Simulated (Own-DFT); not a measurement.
Simulation results for GaP (zincblende, strained, atoms displaced), GaN (wurtzite, strained, atoms displaced), SiC (4H silicon carbide, atoms displaced)

A calculation, not a measurement: plane-wave PBE density functional theory by an unreviewed code, no spin, of a simulated periodic cell, stress positive in tension, free energy of the whole cell less one offset for each atom, forces on such cells passed a denser k mesh, this cell's mesh not checked; offsets are fitted by least squares, one for each functional and potential file, so energies compare only between cells with the same atoms and settings and are not formation energies; the far tail of each file's local potential was reset to the Coulomb form; each entry is a single point on an unrelaxed cell, so the pressure reflects the starting lattice, mostly measured values (interpolated for alloys), from which strain is counted, and rises with the displacements; printed positions are rounded, which can move forces by about a meV/angstrom; the program, named Own-DFT, is a retired in-house code; no spin-orbit coupling. Program: Own-DFT development build.

Common to all runs: functional PBE.

```json
{"entry": 1, "formula": "GaP", "kind": "zincblende, strained, atoms displaced", "structure": {"cell_angstrom": [[10.862, 0.0, 0.0], [0.0, 10.862, 0.0], [0.0, 0.0, 10.9439]], "atoms_fractional": [["Ga", 0.99953, 0.00044, 0.00503], ["Ga", 0.00317, 0.25019, 0.25122], ["Ga", 0.24954, 0.99939, 0.24825], ["Ga", 0.25101, 0.25076, 0.0009], ["P", 0.12295, 0.12345, 0.12787], ["P", 0.12424, 0.37895, 0.37034], ["P", 0.37196, 0.12572, 0.37096], ["P", 0.37541, 0.37555, 0.12796], ["Ga", 0.00146, 0.00208, 0.4992], ["Ga", 0.00299, 0.24657, 0.75281], ["Ga", 0.24465, 0.99625, 0.74872], ["Ga", 0.25401, 0.24976, 0.49838], ["P", 0.12418, 0.12304, 0.62663], ["P", 0.12774, 0.37284, 0.86999], ["P", 0.37528, 0.1293, 0.87696], ["P", 0.37585, 0.37554, 0.62422], ["Ga", 0.99989, 0.50336, 0.00448], ["Ga", 0.99827, 0.75379, 0.24597], ["Ga", 0.24767, 0.5012, 0.25468], ["Ga", 0.24795, 0.74984, 0.99726], ["P", 0.1256, 0.62413, 0.12708], ["P", 0.12558, 0.87138, 0.3765], ["P", 0.37593, 0.62285, 0.38264], ["P", 0.37477, 0.87574, 0.12792], ["Ga", 0.99874, 0.49754, 0.50135], ["Ga", 0.00142, 0.75083, 0.75194], ["Ga", 0.24684, 0.49865, 0.74865], ["Ga", 0.25227, 0.75095, 0.49548], ["P", 0.12527, 0.6243, 0.62468], ["P", 0.12638, 0.87336, 0.87197], ["P", 0.38383, 0.6306, 0.87676], ["P", 0.3745, 0.86957, 0.62197], ["Ga", 0.49693, 0.99536, 0.9972], ["Ga", 0.49581, 0.24981, 0.25437], ["Ga", 0.74879, 0.00181, 0.25239], ["Ga", 0.74922, 0.2528, 0.99964], ["P", 0.62566, 0.12251, 0.12587], ["P", 0.62348, 0.37545, 0.3749], ["P", 0.87321, 0.12299, 0.37238], ["P", 0.87035, 0.37734, 0.12442], ["Ga", 0.50041, 0.99813, 0.49727], ["Ga", 0.49757, 0.25057, 0.74933], ["Ga", 0.7496, 0.00289, 0.74801], ["Ga", 0.75373, 0.2542, 0.49755], ["P", 0.62721, 0.12757, 0.62336], ["P", 0.62414, 0.37043, 0.87652], ["P", 0.8757, 0.12322, 0.87011], ["P", 0.87129, 0.37732, 0.6282], ["Ga", 0.50321, 0.4976, 0.99903], ["Ga", 0.49808, 0.75086, 0.25478], ["Ga", 0.75113, 0.49798, 0.25687], ["Ga", 0.75296, 0.7507, 0.00023], ["P", 0.62467, 0.62975, 0.12085], ["P", 0.62642, 0.87175, 0.37186], ["P", 0.87316, 0.62465, 0.37348], ["P", 0.87454, 0.87979, 0.12165], ["Ga", 0.5004, 0.50136, 0.49746], ["Ga", 0.4967, 0.75072, 0.74862], ["Ga", 0.74857, 0.50029, 0.75285], ["Ga", 0.75098, 0.7487, 0.5002], ["P", 0.63049, 0.6243, 0.62566], ["P", 0.62726, 0.87013, 0.87407], ["P", 0.87535, 0.62414, 0.87637], ["P", 0.87477, 0.87351, 0.62414]]}, "settings": {"potential_files": "PseudoDojo norm-conserving, scalar-relativistic, standard set", "wave_cutoff [hartree]": 42.0, "occupations": "Fermi-Dirac", "smearing_width [eV]": 0.1, "hardware": "one NVIDIA H100", "k_mesh": "3 x 3 x 3 centred on Gamma"}, "results": {"free_energy_of_cell_above_offsets [eV]": "-35.067", "pressure [GPa]": 3.13, "stress_xx [GPa]": -3.32, "stress_yy [GPa]": -3.32, "stress_zz [GPa]": -2.74, "stress_yz [GPa]": 0.15, "stress_xz [GPa]": -0.17, "stress_xy [GPa]": -0.26, "force_element": ["Ga", "Ga", "Ga", "Ga", "P", "P", "P", "P", "Ga", "Ga", "Ga", "Ga", "P", "P", "P", "P", "Ga", "Ga", "Ga", "Ga", "P", "P", "P", "P", "Ga", "Ga", "Ga", "Ga", "P", "P", "P", "P", "Ga", "Ga", "Ga", "Ga", "P", "P", "P", "P", "Ga", "Ga", "Ga", "Ga", "P", "P", "P", "P", "Ga", "Ga", "Ga", "Ga", "P", "P", "P", "P", "Ga", "Ga", "Ga", "Ga", "P", "P", "P", "P"], "force_x [eV/angstrom]": [0.211, -0.704, -0.214, -0.225, 0.368, -0.077, 0.164, -0.174, -0.251, -0.411, 0.972, -0.581, 0.266, -0.408, -0.266, -0.019, 0.077, -0.073, 0.673, 0.436, 0.137, -0.171, -0.18, -0.255, -0.089, -0.315, 0.783, -0.445, -0.043, -0.445, -1.185, -0.036, 0.484, 0.634, -0.096, 0.204, -0.431, -0.059, 0.511, 0.643, 0.058, 0.267, -0.16, -0.251, -0.388, -0.055, -0.009, 0.681, -0.122, -0.012, -0.537, -0.078, 0.083, 0.056, 0.581, -0.269, 0.53, 0.884, -0.061, 0.05, -0.822, -0.19, 0.185, 0.171], "force_y [eV/angstrom]": [0.173, 0.119, -0.186, 0.055, 0.328, -0.679, -0.499, 0.285, -0.364, 0.34, 0.358, 0.128, 0.388, 0.296, -0.882, 0.155, -0.577, -0.271, 0.236, -0.078, 0.389, 0.54, 0.24, -0.334, 0.314, -0.329, 0.551, -0.401, 0.241, 0.255, -1.044, 0.886, 0.26, -0.05, -0.283, -0.753, 0.318, -0.202, 0.475, -0.281, 0.186, -0.149, -0.539, -0.259, -0.064, 0.43, 0.18, -0.437, 0.235, -0.457, 0.456, -0.052, -0.57, 0.294, 0.231, -0.371, -0.284, -0.055, -0.092, 0.071, 0.068, 0.655, 0.128, 0.279], "force_z [eV/angstrom]": [-0.98, -0.324, 0.213, 0.224, -0.386, 1.018, 0.574, -0.123, 0.058, -0.475, -0.013, 0.132, -0.552, 1.051, -0.402, -0.064, -0.483, 0.218, -0.489, 0.376, -0.118, -0.425, -1.092, -0.31, -0.031, -0.379, 0.148, 0.629, -0.21, 0.781, -0.071, 0.161, 0.12, -0.659, -0.459, 0.092, -0.181, 0.079, 0.4, 0.286, 0.115, -0.146, -0.032, 0.164, -0.214, -0.435, 0.93, -0.032, 0.277, -0.566, -0.928, -0.084, 0.901, 0.535, 0.209, 0.578, 0.842, -0.294, 0.229, -0.077, -0.03, -0.256, -0.055, 0.039], "wall_time [s]": 511.9}}
{"entry": 2, "formula": "GaN", "kind": "wurtzite, strained, atoms displaced", "structure": {"cell_angstrom": [[12.756, 0.0, 0.0], [-4.7835, 8.2853, 0.0], [0.0, 0.0, 10.6292]], "atoms_fractional": [["Ga", 0.08897, 0.23181, 0.98744], ["Ga", 0.16306, 0.10365, 0.25384], ["N", 0.0885, 0.23428, 0.18226], ["N", 0.16836, 0.11454, 0.43726], ["Ga", 0.0807, 0.2149, 0.4998], ["Ga", 0.16756, 0.11098, 0.74331], ["N", 0.08195, 0.21192, 0.67993], ["N", 0.16156, 0.11041, 0.93163], ["Ga", 0.08158, 0.55664, 0.99525], ["Ga", 0.17145, 0.44621, 0.24715], ["N", 0.08314, 0.55235, 0.1876], ["N", 0.17377, 0.45628, 0.44421], ["Ga", 0.08588, 0.55105, 0.5022], ["Ga", 0.17217, 0.44479, 0.75197], ["N", 0.0815, 0.55688, 0.68841], ["N", 0.17755, 0.45595, 0.93648], ["Ga", 0.08387, 0.88888, 0.00536], ["Ga", 0.1688, 0.78535, 0.2472], ["N", 0.08037, 0.88548, 0.19731], ["N", 0.16067, 0.76526, 0.43766], ["Ga", 0.08449, 0.88627, 0.4942], ["Ga", 0.16579, 0.77455, 0.74811], ["N", 0.07858, 0.87588, 0.68423], ["N", 0.15635, 0.77116, 0.94779], ["Ga", 0.32632, 0.20964, 0.00029], ["Ga", 0.4181, 0.1139, 0.24787], ["N", 0.33344, 0.21568, 0.18513], ["N", 0.41926, 0.10752, 0.43308], ["Ga", 0.33659, 0.22489, 0.5021], ["Ga", 0.41569, 0.10402, 0.75421], ["N", 0.33039, 0.23428, 0.68816], ["N", 0.41455, 0.10703, 0.93864], ["Ga", 0.33551, 0.55662, 0.99554], ["Ga", 0.42502, 0.45216, 0.25222], ["N", 0.33909, 0.55289, 0.18469], ["N", 0.4127, 0.43312, 0.44135], ["Ga", 0.32768, 0.55028, 0.50627], ["Ga", 0.41355, 0.44894, 0.74849], ["N", 0.32865, 0.55072, 0.68741], ["N", 0.41568, 0.44669, 0.93974], ["Ga", 0.33314, 0.87957, 3e-05], ["Ga", 0.41902, 0.77786, 0.25393], ["N", 0.3389, 0.89615, 0.19033], ["N", 0.41962, 0.76934, 0.43376], ["Ga", 0.33035, 0.89294, 0.49304], ["Ga", 0.41122, 0.76568, 0.75261], ["N", 0.34038, 0.89224, 0.68989], ["N", 0.4091, 0.77038, 0.94208], ["Ga", 0.5882, 0.22802, 0.00207], ["Ga", 0.67159, 0.1173, 0.24496], ["N", 0.58147, 0.21687, 0.19154], ["N", 0.66717, 0.11338, 0.43805], ["Ga", 0.5877, 0.22593, 0.49998], ["Ga", 0.66705, 0.10147, 0.75558], ["N", 0.57619, 0.21183, 0.6993], ["N", 0.66163, 0.11701, 0.93397], ["Ga", 0.58587, 0.55265, 0.99537], ["Ga", 0.66785, 0.44534, 0.24953], ["N", 0.57675, 0.55118, 0.19116], ["N", 0.67375, 0.44557, 0.43753], ["Ga", 0.58797, 0.55532, 0.50896], ["Ga", 0.66583, 0.43983, 0.74927], ["N", 0.58149, 0.54822, 0.68692], ["N", 0.66568, 0.44697, 0.94253], ["Ga", 0.5877, 0.89093, 0.00032], ["Ga", 0.65879, 0.78173, 0.24897], ["N", 0.58326, 0.88376, 0.1904], ["N", 0.66272, 0.78006, 0.44122], ["Ga", 0.5752, 0.88299, 0.49728], ["Ga", 0.66947, 0.79108, 0.75632], ["N", 0.58394, 0.89252, 0.68924], ["N", 0.66109, 0.77619, 0.94325], ["Ga", 0.83113, 0.21968, 0.00421], ["Ga", 0.91921, 0.1199, 0.2444], ["N", 0.82955, 0.22435, 0.1853], ["N", 0.91301, 0.11081, 0.4419], ["Ga", 0.83521, 0.22358, 0.49992], ["Ga", 0.92193, 0.1132, 0.75221], ["N", 0.83724, 0.22167, 0.68503], ["N", 0.91654, 0.1165, 0.93736], ["Ga", 0.82598, 0.54814, 0.00395], ["Ga", 0.92202, 0.44642, 0.2573], ["N", 0.83153, 0.55191, 0.18386], ["N", 0.91078, 0.42727, 0.43653], ["Ga", 0.83454, 0.55481, 0.49515], ["Ga", 0.9159, 0.43907, 0.7517], ["N", 0.83623, 0.55397, 0.68385], ["N", 0.91451, 0.43682, 0.93406], ["Ga", 0.83358, 0.88504, 0.00012], ["Ga", 0.9153, 0.77525, 0.25068], ["N", 0.83664, 0.88294, 0.19486], ["N", 0.92187, 0.7875, 0.43762], ["Ga", 0.83271, 0.88896, 0.49903], ["Ga", 0.91227, 0.77424, 0.7489], ["N", 0.82913, 0.89276, 0.68508], ["N", 0.91407, 0.77448, 0.94091]]}, "settings": {"potential_files": "PseudoDojo norm-conserving, scalar-relativistic, standard set with the stringent files for Ga", "wave_cutoff [hartree]": 96.0, "occupations": "Gaussian", "smearing_width [eV]": 0.01, "k_mesh": "3 x 4 x 3 centred on Gamma"}, "results": {"free_energy_of_cell_above_offsets [eV]": "-6.000", "pressure [GPa]": 2.34, "stress_xx [GPa]": -5.66, "stress_yy [GPa]": -4.57, "stress_zz [GPa]": 3.19, "stress_yz [GPa]": 0.18, "stress_xz [GPa]": 0.33, "stress_xy [GPa]": 0.45, "force_element": ["Ga", "Ga", "N", "N", "Ga", "Ga", "N", "N", "Ga", "Ga", "N", "N", "Ga", "Ga", "N", "N", "Ga", "Ga", "N", "N", "Ga", "Ga", "N", "N", "Ga", "Ga", "N", "N", "Ga", "Ga", "N", "N", "Ga", "Ga", "N", "N", "Ga", "Ga", "N", "N", "Ga", "Ga", "N", "N", "Ga", "Ga", "N", "N", "Ga", "Ga", "N", "N", "Ga", "Ga", "N", "N", "Ga", "Ga", "N", "N", "Ga", "Ga", "N", "N", "Ga", "Ga", "N", "N", "Ga", "Ga", "N", "N", "Ga", "Ga", "N", "N", "Ga", "Ga", "N", "N", "Ga", "Ga", "N", "N", "Ga", "Ga", "N", "N", "Ga", "Ga", "N", "N", "Ga", "Ga", "N", "N"], "force_x [eV/angstrom]": [-0.492, 0.114, 0.074, 0.363, -0.336, 0.086, -0.37, 0.631, 0.046, 0.224, 0.076, -0.701, -1.245, -1.878, 1.08, -1.804, -1.125, 1.076, -0.025, 0.257, 0.06, 0.075, -0.049, 1.483, 0.217, -0.089, -0.991, -0.527, 0.027, -1.127, 1.455, 0.204, 0.972, -1.98, -0.929, 0.36, 1.965, 1.411, 0.516, 0.821, -1.433, -0.583, -0.123, -1.946, 1.003, 0.244, -1.159, 1.699, -1.643, -0.947, 0.35, 0.167, -0.193, -0.463, 1.375, 1.716, -2.055, -0.453, 2.618, -1.308, -0.739, 0.188, -0.203, 0.592, -1.831, 3.115, -1.527, 0.872, 1.167, 0.188, -0.553, 1.334, -0.16, 0.526, 1.254, 0.978, -0.698, -0.74, -0.56, 0.417, 1.548, -0.553, 0.507, 0.33, 0.927, -0.231, -0.759, -0.509, -0.13, 0.109, -1.991, -0.434, -0.637, 0.162, 1.041, 0.208], "force_y [eV/angstrom]": [-0.346, 1.756, -1.671, -0.695, 0.909, -1.218, 1.287, -0.544, -1.284, 0.842, 0.722, -2.435, -0.245, -0.819, -0.849, -0.993, 0.248, -1.356, 0.299, 1.363, 0.311, 0.51, 1.34, 1.287, 1.168, -0.065, 0.523, 0.854, -1.119, 0.953, -1.65, -0.152, -0.363, -2.193, 0.668, 2.18, 0.547, -0.339, 0.912, -0.805, 1.16, -0.564, -1.374, -0.027, -1.089, 1.63, -1.363, 1.048, -0.744, -1.185, 1.105, -0.578, -0.788, 1.738, 1.201, -1.088, 0.078, -0.158, 1.322, 0.032, 0.057, -0.119, 1.119, -0.621, 0.202, -1.4, 2.021, -0.682, 1.498, -1.517, -1.571, 0.271, 0.366, -0.875, 0.291, 0.088, -1.893, -0.129, -0.34, -0.748, 0.769, -0.065, 0.083, 3.111, 0.581, 0.181, -0.347, 0.487, 0.597, -0.611, 1.222, -1.514, 0.017, 0.166, -0.415, -0.176], "force_z [eV/angstrom]": [1.469, -0.526, -0.036, 0.064, -0.589, 0.335, 1.24, 0.197, 1.052, 0.601, -0.227, -1.451, 0.33, -0.381, 0.131, -0.727, -0.131, 0.36, -1.399, -0.55, 0.918, 0.486, 0.044, -1.462, -0.035, 0.286, 0.302, 0.619, 0.132, 0.265, -0.285, 0.263, 1.867, 0.714, 0.245, -0.42, -0.884, 1.0, -0.128, -0.814, 0.715, -0.836, -0.385, 0.786, 0.745, 0.102, -0.76, -1.155, 0.37, 1.582, -0.951, -0.315, 0.657, -1.129, -1.51, 1.186, 1.25, 0.208, -1.152, -0.22, -1.474, 0.036, 1.237, -1.16, 0.585, 1.291, -1.4, -0.454, 0.809, -0.752, -0.158, -0.783, -0.882, 0.662, 0.002, -1.348, 0.913, -0.515, 0.601, 0.12, -0.643, -1.089, 1.128, -0.063, 0.715, -0.4, 0.262, 0.689, 0.754, 0.516, -1.216, -0.244, -0.083, 0.082, 0.66, -0.466]}}
{"entry": 3, "formula": "SiC", "kind": "4H silicon carbide, atoms displaced", "structure": {"cell_angstrom": [[12.3308, 0.0, 0.0], [-6.1654, 10.6788, 0.0], [0.0, 0.0, 10.0681]], "atoms_fractional": [["Si", 0.99705, 0.0027, 0.41011], ["Si", 0.08693, 0.16927, 0.15524], ["C", 0.0042, 0.99831, 0.09561], ["C", 0.08343, 0.1689, 0.34354], ["Si", 0.00057, 0.2492, 0.40472], ["Si", 0.08847, 0.41616, 0.15927], ["C", 0.002, 0.25069, 0.09161], ["C", 0.08179, 0.41736, 0.34169], ["Si", 0.9984, 0.49745, 0.40995], ["Si", 0.08478, 0.66793, 0.15334], ["C", 0.99888, 0.49951, 0.09384], ["C", 0.08353, 0.66552, 0.33908], ["Si", 0.999, 0.74602, 0.40836], ["Si", 0.08079, 0.91435, 0.15924], ["C", 0.00596, 0.75744, 0.09236], ["C", 0.08381, 0.91569, 0.34612], ["Si", 0.25448, 0.00567, 0.40162], ["Si", 0.33271, 0.16397, 0.15811], ["C", 0.25074, 0.00195, 0.09629], ["C", 0.33295, 0.16217, 0.34456], ["Si", 0.25341, 0.24813, 0.40308], ["Si", 0.33235, 0.41951, 0.15896], ["C", 0.25567, 0.25443, 0.08728], ["C", 0.33254, 0.41493, 0.34378], ["Si", 0.2493, 0.5008, 0.4115], ["Si", 0.33598, 0.66339, 0.15917], ["C", 0.25147, 0.50058, 0.0905], ["C", 0.33499, 0.66949, 0.34382], ["Si", 0.25659, 0.7534, 0.40717], ["Si", 0.34096, 0.91797, 0.15613], ["C", 0.24885, 0.75214, 0.09272], ["C", 0.33284, 0.91645, 0.34477], ["Si", 0.50318, 0.00083, 0.40801], ["Si", 0.57851, 0.16444, 0.15853], ["C", 0.49911, 0.00601, 0.09135], ["C", 0.58749, 0.16952, 0.3403], ["Si", 0.49839, 0.25071, 0.40414], ["Si", 0.58194, 0.41653, 0.15498], ["C", 0.49853, 0.24795, 0.09495], ["C", 0.57975, 0.41479, 0.34968], ["Si", 0.49799, 0.50064, 0.40455], ["Si", 0.58709, 0.67033, 0.15648], ["C", 0.50316, 0.50148, 0.09729], ["C", 0.58277, 0.66796, 0.34323], ["Si", 0.50346, 0.74634, 0.40481], ["Si", 0.58818, 0.91812, 0.15446], ["C", 0.49888, 0.75095, 0.09518], ["C", 0.58833, 0.92047, 0.34155], ["Si", 0.75308, 0.00287, 0.40619], ["Si", 0.83249, 0.16435, 0.15676], ["C", 0.75078, 0.99623, 0.09409], ["C", 0.8339, 0.16515, 0.33948], ["Si", 0.75083, 0.24771, 0.41146], ["Si", 0.83739, 0.41593, 0.15246], ["C", 0.74953, 0.24914, 0.09669], ["C", 0.8374, 0.41824, 0.34948], ["Si", 0.75258, 0.50256, 0.40624], ["Si", 0.8346, 0.66586, 0.15615], ["C", 0.74876, 0.5002, 0.09466], ["C", 0.83234, 0.66492, 0.3471], ["Si", 0.74478, 0.74734, 0.40056], ["Si", 0.83728, 0.91848, 0.15141], ["C", 0.74761, 0.74988, 0.0933], ["C", 0.83567, 0.92105, 0.34601], ["Si", 0.00292, 0.00182, 0.90327], ["Si", 0.91631, 0.83172, 0.65649], ["C", 0.00073, 0.99521, 0.58971], ["C", 0.91575, 0.83449, 0.84236], ["Si", 0.99878, 0.74977, 0.90808], ["Si", 0.91706, 0.5821, 0.6539], ["C", 0.00116, 0.75133, 0.59587], ["C", 0.91634, 0.58469, 0.84979], ["Si", 0.00187, 0.50212, 0.90819], ["Si", 0.91953, 0.33979, 0.65696], ["C", 0.99633, 0.49792, 0.59452], ["C", 0.91451, 0.3338, 0.84329], ["Si", 0.99814, 0.25408, 0.90314], ["Si", 0.91602, 0.08767, 0.65436], ["C", 0.00153, 0.24895, 0.59428], ["C", 0.91713, 0.08271, 0.84442], ["Si", 0.74943, 0.0007, 0.90999], ["Si", 0.6646, 0.83382, 0.65252], ["C", 0.75143, 0.00709, 0.59265], ["C", 0.67021, 0.83472, 0.84626], ["Si", 0.74638, 0.74938, 0.89944], ["Si", 0.67095, 0.58269, 0.65714], ["C", 0.7511, 0.75282, 0.59511], ["C", 0.66921, 0.58399, 0.84466], ["Si", 0.7504, 0.50134, 0.90556], ["Si", 0.67179, 0.33528, 0.65488], ["C", 0.75339, 0.5001, 0.5979], ["C", 0.66601, 0.33036, 0.84077], ["Si", 0.75612, 0.25278, 0.90622], ["Si", 0.66498, 0.08318, 0.65621], ["C", 0.74845, 0.24551, 0.59227], ["C", 0.66764, 0.0803, 0.84898], ["Si", 0.5007, 0.00037, 0.90313], ["Si", 0.41848, 0.83311, 0.65329], ["C", 0.49995, 0.99945, 0.58818], ["C", 0.41235, 0.82808, 0.83672], ["Si", 0.49888, 0.74658, 0.9064], ["Si", 0.41715, 0.58554, 0.66076], ["C", 0.49671, 0.74824, 0.59772], ["C", 0.41535, 0.58584, 0.84415], ["Si", 0.49861, 0.50459, 0.90542], ["Si", 0.42083, 0.33853, 0.65936], ["C", 0.50359, 0.49918, 0.59834], ["C", 0.41998, 0.33398, 0.84558], ["Si", 0.50016, 0.2528, 0.90473], ["Si", 0.41595, 0.08219, 0.65333], ["C", 0.50059, 0.24898, 0.59282], ["C", 0.42058, 0.08489, 0.84623], ["Si", 0.25072, 0.99881, 0.90938], ["Si", 0.16485, 0.82814, 0.65311], ["C", 0.25029, 0.00243, 0.59259], ["C", 0.16877, 0.83866, 0.84216], ["Si", 0.24776, 0.74945, 0.90372], ["Si", 0.16889, 0.58323, 0.65252], ["C", 0.25384, 0.75312, 0.59224], ["C", 0.16386, 0.58063, 0.84564], ["Si", 0.2504, 0.49803, 0.90215], ["Si", 0.16097, 0.33202, 0.66019], ["C", 0.24771, 0.4944, 0.59391], ["C", 0.16422, 0.3364, 0.84303], ["Si", 0.24959, 0.25216, 0.90543], ["Si", 0.16855, 0.08666, 0.65356], ["C", 0.24826, 0.25415, 0.59826], ["C", 0.16676, 0.08377, 0.84257]]}, "settings": {"potential_files": "PseudoDojo norm-conserving, scalar-relativistic, standard set", "wave_cutoff [hartree]": 42.0, "occupations": "Fermi-Dirac", "smearing_width [eV]": 0.1, "hardware": "one NVIDIA H200", "k_mesh": "3 x 3 x 3 centred on Gamma"}, "results": {"free_energy_of_cell_above_offsets [eV]": "-18.942", "pressure [GPa]": 3.72, "stress_xx [GPa]": -3.29, "stress_yy [GPa]": -3.57, "stress_zz [GPa]": -4.31, "stress_yz [GPa]": 0.15, "stress_xz [GPa]": 0.12, "stress_xy [GPa]": -0.11, "force_element": ["Si", "Si", "C", "C", "Si", "Si", "C", "C", "Si", "Si", "C", "C", "Si", "Si", "C", "C", "Si", "Si", "C", "C", "Si", "Si", "C", "C", "Si", "Si", "C", "C", "Si", "Si", "C", "C", "Si", "Si", "C", "C", "Si", "Si", "C", "C", "Si", "Si", "C", "C", "Si", "Si", "C", "C", "Si", "Si", "C", "C", "Si", "Si", "C", "C", "Si", "Si", "C", "C", "Si", "Si", "C", "C", "Si", "Si", "C", "C", "Si", "Si", "C", "C", "Si", "Si", "C", "C", "Si", "Si", "C", "C", "Si", "Si", "C", "C", "Si", "Si", "C", "C", "Si", "Si", "C", "C", "Si", "Si", "C", "C", "Si", "Si", "C", "C", "Si", "Si", "C", "C", "Si", "Si", "C", "C", "Si", "Si", "C", "C", "Si", "Si", "C", "C", "Si", "Si", "C", "C", "Si", "Si", "C", "C", "Si", "Si", "C", "C"], "force_x [eV/angstrom]": [1.661, 0.108, -1.062, 0.868, -0.301, -1.426, -0.347, 0.84, 0.281, -0.252, 1.351, 0.408, 0.269, 1.183, -0.638, -0.525, -0.583, -0.215, 0.291, -0.293, -1.323, 1.205, -0.614, -0.409, 0.094, -1.582, 0.074, 0.935, -1.662, -2.159, 1.481, 1.019, -0.431, 1.047, 2.044, -0.697, 1.113, 0.522, -0.154, 0.507, 0.604, -0.627, -1.228, 0.465, -1.812, -1.412, 0.654, -0.206, -0.27, 0.184, -0.117, 0.051, -0.08, -1.329, 0.122, -0.957, -0.204, -0.213, 0.696, -0.284, 1.526, 0.175, 1.203, -0.327, -0.213, -0.114, -1.026, 0.215, 0.101, -0.185, 0.026, 0.568, -0.652, -0.013, 1.247, 0.718, 0.782, 1.074, -1.341, -0.494, 1.041, 0.674, 0.158, -1.726, 1.475, -0.727, -0.196, -0.99, 0.112, -0.977, -0.302, 0.347, -1.96, 0.083, 0.333, -0.508, -0.168, -0.677, 0.212, 0.649, -0.352, 0.524, 0.931, 0.376, 1.419, -0.169, -0.979, -1.415, 1.025, -0.153, -0.046, -0.822, -0.062, -0.138, 0.385, -0.051, 0.063, -0.557, -0.139, 0.571, -0.973, 1.29, -0.048, 0.633, 0.442, -0.055, 1.065, 0.448], "force_y [eV/angstrom]": [-0.682, -0.528, 0.954, -0.174, 0.45, 0.176, -0.079, -0.129, 1.056, 0.007, 0.295, -0.041, 1.128, 1.162, -2.171, 0.226, -2.886, 0.754, -0.946, 2.075, 0.255, -0.445, -0.398, 0.506, -0.412, 0.967, -0.018, -0.956, -0.396, -0.362, -0.477, 0.695, 0.14, 1.279, -1.504, -0.507, -0.436, -0.427, 0.725, 1.008, -0.363, -0.674, 0.51, -1.026, 1.767, 0.12, -0.129, -1.057, -0.253, 0.479, 1.057, 0.626, 0.596, -0.113, -0.195, -0.759, -1.342, 0.517, -0.337, 0.586, 1.448, -0.441, 0.341, -1.276, -0.362, 0.591, 1.437, -0.304, 1.011, 0.968, -1.3, -0.249, -0.416, -2.442, 1.228, 0.996, -1.154, -1.602, 0.987, 0.752, -0.375, 0.69, -1.398, -0.15, 0.26, 0.606, -0.949, -0.196, -0.856, -1.073, 0.157, 0.879, -1.182, -0.197, 1.244, 0.894, -0.457, 0.554, -0.036, 0.917, 1.727, -1.105, 0.075, -0.808, -0.958, -1.712, 1.341, 0.918, -0.936, 0.263, 0.559, -0.162, 1.121, 2.14, -0.636, -1.657, 0.227, 0.084, -1.173, 0.536, 0.802, -0.043, 1.329, -0.636, -0.453, -0.573, -0.125, 0.414], "force_z [eV/angstrom]": [-1.293, -0.424, -0.889, -0.013, -0.021, -1.108, 0.152, 1.388, -1.307, 0.3, -0.168, 1.548, -0.518, 0.446, 0.237, 0.121, 1.395, -1.008, -0.013, -0.721, 1.291, -0.951, 1.872, 0.395, -1.349, -0.935, 0.353, 0.659, -0.786, 0.188, -0.11, -0.166, -1.607, -0.788, -0.18, 1.435, 0.756, 0.792, -0.206, -1.131, 0.882, -0.413, -0.682, -0.234, 0.502, 0.224, -0.37, 0.629, -0.225, -0.673, -0.196, 1.304, -1.901, 1.453, -0.729, -0.882, 0.336, -0.145, -0.141, -0.711, 1.387, 1.143, -0.316, -0.853, 0.562, -0.118, 1.445, 0.407, -0.666, 1.435, -0.469, -1.16, -0.014, -0.158, -0.148, -0.27, 0.689, 0.677, -0.489, -0.057, -0.742, 0.963, -0.039, -0.883, 1.327, 0.005, -0.915, -0.228, 0.42, -0.032, -1.087, 0.754, 0.635, 0.677, 1.021, -1.035, 0.343, 0.161, 1.518, 1.451, 0.053, -1.035, -1.47, 0.195, 0.596, -0.425, -0.927, -0.062, 0.574, 0.69, -0.013, -0.839, -0.39, 0.554, -0.404, -0.007, 0.278, 0.81, -0.044, -0.866, 0.834, -0.83, 0.608, 0.366, -0.806, 0.355, -0.947, 0.148], "wall_time [s]": 525.5}}
```
